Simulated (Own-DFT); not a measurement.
Simulation results for Hf$_{36}$O$_{71}$ (tetragonal hafnia with one neutral oxygen vacancy, atoms displaced)

Computed with Own-DFT development build. A calculation, not a measurement: plane-wave PBE and HSE06 DFT by an unreviewed code, no spin, of a simulated cell at Gamma alone, so results move with cell size and shape, stress positive in tension, energies less offsets, not probed for a lower state with spin; hafnium file: forces about 75 meV/angstrom off all-electron values; oxygen file: force components 24 meV/angstrom off all-electron in a glass; k mesh not checked against a denser one; forces and stress are PBE's, HSE06 gives the energy alone, and its difference from PBE has offsets of its own; offsets are fitted by least squares, one for each functional and potential file, so energies compare only between cells with the same atoms and settings and are not formation energies; the far tail of each file's local potential was reset to the Coulomb form; each entry is a single point on an unrelaxed cell, so the pressure reflects the starting lattice, taken from the Materials Project, from which strain is counted, and rises with the displacements; printed positions are rounded, which can move forces by about a meV/angstrom; the program is a retired in-house code; no spin-orbit coupling.

Hf$_{36}$O$_{71}$ (tetragonal hafnia with one neutral oxygen vacancy, atoms displaced)

```xyz
107
Lattice="10.7800 0.0000 0.0000 0.0000 10.7800 0.0000 0.0000 0.0000 10.4493" Properties=species:S:1:pos:R:3 Hf36O71
Hf    10.7412     0.0035     0.0369
Hf     1.8167     1.8214     2.5892
O      0.0573     1.8216     1.5613
O      1.8129     0.0098     3.6636
O     10.7449     1.7990     4.1539
O      1.7925     0.0084     0.9935
Hf    10.7710    10.7556     5.2373
Hf     1.8345     1.7312     7.7979
O     10.7786     1.7735     6.8445
O      1.7947    10.7327     8.8272
O     10.7584     1.7619     9.3970
O      1.8235     0.0473     6.2674
Hf    10.7485     3.5934    10.4307
Hf     1.8240     5.3399     2.6177
O      0.0138     5.4210     1.6082
O      1.7663     3.6586     3.6013
O     10.7563     5.4170     4.1884
O      1.7567     3.5596     1.0445
Hf    10.7248     3.5810     5.2458
Hf     1.7529     5.3963     7.8478
O     10.7561     5.3277     6.8113
O      1.7910     3.6240     8.8652
O     10.7252     5.3996     9.4019
O      1.8497     3.6082     6.2264
Hf    10.7698     7.1547    10.4197
Hf     1.8310     8.9713     2.6018
O      0.0059     9.0104     1.6194
O      1.8248     7.1960     3.6444
O     10.7453     9.0070     4.2154
O      1.8098     7.1855     1.0253
Hf    10.7296     7.2105     5.1390
Hf     1.7743     8.9574     7.8085
O      0.0135     9.0271     6.8062
O      1.8145     7.1920     8.8406
O     10.7590     8.9735     9.4243
O      1.7657     7.2142     6.2289
Hf     3.5810     0.0225    10.4250
Hf     5.3865     1.7780     2.5315
O      3.6003     1.8168     1.6000
O      5.3825    10.7622     3.6319
O      3.5291     1.7869     4.1781
O      5.4355     0.0294     0.9858
Hf     3.5331    10.7253     5.2241
Hf     5.3964     1.7902     7.8214
O      5.3995    10.7542     8.8876
O      3.5260     1.7798     9.4019
O      5.3805     0.0239     6.2172
Hf     3.5904     3.5810     0.0003
Hf     5.3624     5.3741     2.5785
O      3.6462     5.3846     1.5843
O      5.3366     3.5917     3.5864
O      3.5944     5.3823     4.2465
O      5.3983     3.6175     1.0285
Hf     3.6002     3.5908     5.1987
Hf     5.4053     5.3701     7.8898
O      3.6016     5.4608     6.7883
O      5.3877     3.5682     8.8960
O      3.5859     5.4141     9.4126
O      5.3859     3.5530     6.2595
Hf     3.6081     7.2131    10.3965
Hf     5.3462     8.9720     2.6236
O      3.6244     8.9684     1.6293
O      5.3524     7.1345     3.6459
O      3.5647     9.0091     4.1603
O      5.4147     7.1902     1.0177
Hf     3.5923     7.1818     5.2379
Hf     5.4248     8.9981     7.8450
O      3.5705     8.9675     6.8525
O      5.3978     7.1617     8.8545
O      3.5896     8.9753     9.4590
O      5.3436     7.2423     6.2752
Hf     7.1748     0.0366    10.3938
Hf     8.9714     1.8035     2.6577
O      7.1434     1.7959     1.5817
O      8.9634     0.0256     3.5445
O      7.1891     1.7855     4.2124
O      8.9661    10.7674     0.9973
Hf     7.2051    10.7571     5.2187
Hf     8.9621     1.7985     7.8731
O      7.1490     1.7468     6.8106
O      8.9733    10.7440     8.8654
O      7.2238     1.8117     9.4293
O      9.0215     0.0276     6.2289
Hf     7.1789     3.6048    10.4189
Hf     8.9865     5.4388     2.6540
O      7.1533     5.3935     1.5924
O      8.9640     3.6102     3.6230
O      7.1489     5.3935     4.1978
O      8.9895     3.6296     0.9980
Hf     7.2171     3.5434     5.2459
Hf     8.9761     5.4098     7.7994
O      7.1902     5.3808     6.8414
O      9.0227     3.5464     8.8817
O      7.2151     5.4254     9.4393
O      8.9877     3.6263     6.2367
Hf     7.1932     7.1961    10.4407
Hf     8.9846     8.9380     2.6587
O      7.2127     9.0068     1.6291
O      9.0008     7.1754     3.5984
O      7.2192     8.9648     4.1599
O      9.0057     7.2082     0.9830
Hf     7.2759     7.1964     5.2473
Hf     8.9840     8.9835     7.8544
O      7.1805     9.0415     6.8005
O      9.0241     7.1103     8.8519
O      7.1702     9.0181     9.4491
O      8.9927     7.2222     6.2596
```

* first functional: PBE
* second functional: HSE06
* exact exchange share: 0.25
* screening: 0.11 1/bohr
* exchange divergence: Gygi-Baldereschi
* potential files: PseudoDojo norm-conserving, scalar-relativistic, made for PBE, standard set
* wave cutoff: 48 hartree
* occupations: fixed
* k mesh: 1 x 1 x 1 centred on Gamma
* PBE energy of cell above offsets: -100.945 eV
* HSE06 less PBE above offsets: -0.150 eV
* PBE pressure: 0.94 GPa
* PBE stress xx: -0.28 GPa
* PBE stress yy: -0.92 GPa
* PBE stress zz: -1.64 GPa
* PBE stress yz: -0.24 GPa
* PBE stress xz: 0.16 GPa
* PBE stress xy: 0.02 GPa

Force:
```csv
element,x (eV/Å),y (eV/Å),z (eV/Å)
Hf,0.188,-0.095,-0.238
Hf,-0.394,-0.193,0.606
O,-1.353,-0.294,0.252
O,-0.413,-0.335,-0.42
O,-0.042,0.067,0.771
O,0.53,-0.041,0.226
Hf,0.686,1.064,-0.224
Hf,0.183,0.635,0.465
O,-0.16,0.461,-0.501
O,0.201,0.384,0.07
O,-0.046,0.213,0.455
O,-0.654,0.29,0.001
Hf,0.275,-0.608,-0.036
Hf,0.04,1.613,-0.694
O,-0.249,-0.054,-0.048
O,-0.014,-1.493,0.626
O,-0.31,-0.4,0.34
O,1.015,0.46,-0.429
Hf,1.552,0.036,-0.451
Hf,1.059,-0.337,-0.568
O,0.085,0.216,-0.261
O,-0.029,-0.522,-0.219
O,0.485,-0.325,0.061
O,-0.896,-0.586,-0.026
Hf,0.658,0.466,0.655
Hf,-0.213,0.013,-0.091
O,0.022,-0.075,0.174
O,-0.475,-0.163,-0.229
O,-0.243,-0.32,-0.183
O,0.113,0.202,-0.54
Hf,1.984,-0.364,0.929
Hf,0.28,-0.089,0.475
O,-0.752,0.068,-0.135
O,-0.252,-0.176,0.174
O,-0.203,-0.13,0.006
O,-0.763,-0.05,-0.213
Hf,-0.004,-0.604,0.196
Hf,0.109,-0.016,1.419
O,-0.134,-0.066,-0.916
O,0.215,0.306,-0.303
O,0.076,0.047,0.933
O,-1.26,0.011,0.141
Hf,1.037,1.008,-0.53
Hf,-1.129,-0.273,-0.428
O,-0.068,0.887,-0.546
O,0.303,0.309,-0.13
O,-0.23,0.055,0.295
Hf,-0.501,0.616,-0.029
Hf,0.799,0.205,0.797
O,-1.451,-0.288,-0.325
O,0.227,-0.597,0.306
O,-0.301,0.147,-0.582
O,-0.199,-0.39,-0.676
Hf,0.332,-0.119,0.018
Hf,-1.143,0.368,-0.913
O,0.023,-0.264,0.843
O,0.086,0.002,-0.157
O,0.232,-0.675,0.202
O,0.098,-0.306,0.086
Hf,-0.161,-0.522,1.022
Hf,1.284,-0.509,0.221
O,-0.571,0.285,-0.81
O,-0.041,1.073,-0.145
O,0.163,-0.713,0.51
O,-0.272,0.251,-0.395
Hf,0.052,-0.369,0.02
Hf,-0.955,-0.646,-0.349
O,0.382,0.374,-0.336
O,0.212,0.61,0.109
O,0.234,0.537,-0.211
O,1.812,0.108,-0.348
Hf,0.571,-0.442,1.312
Hf,0.398,0.189,-1.443
O,1.148,0.304,-0.111
O,0.022,-0.716,1.154
O,0.273,0.134,0.009
O,-0.014,0.464,-0.056
Hf,-0.684,0.153,-0.29
Hf,0.787,-0.602,-0.016
O,0.999,0.361,0.086
O,-0.186,0.419,-0.505
O,-0.067,0.111,-0.535
O,-0.807,-0.278,-0.045
Hf,0.363,0.369,1.04
Hf,-0.294,-1.72,-1.688
O,0.987,0.141,-0.004
O,0.032,0.092,0.477
O,0.786,0.008,0.849
O,-0.422,-0.173,0.175
Hf,-1.089,0.693,-0.802
Hf,0.426,-1.048,0.944
O,-0.225,0.177,-0.308
O,-0.431,1.033,-0.659
O,-0.211,-0.845,-0.348
O,-0.635,-0.5,0.4
Hf,-0.28,0.257,0.906
Hf,-0.344,1.677,-1.982
O,-0.42,-0.371,-0.111
O,-0.074,0.223,1.473
O,0.319,-0.268,1.034
O,-0.393,-0.109,0.462
Hf,-2.953,-0.438,-0.605
Hf,0.611,-0.033,0.359
O,0.612,-0.211,0.084
O,-0.449,1.731,-0.35
O,0.193,-1.035,-0.718
O,0.311,-0.132,0.044
```
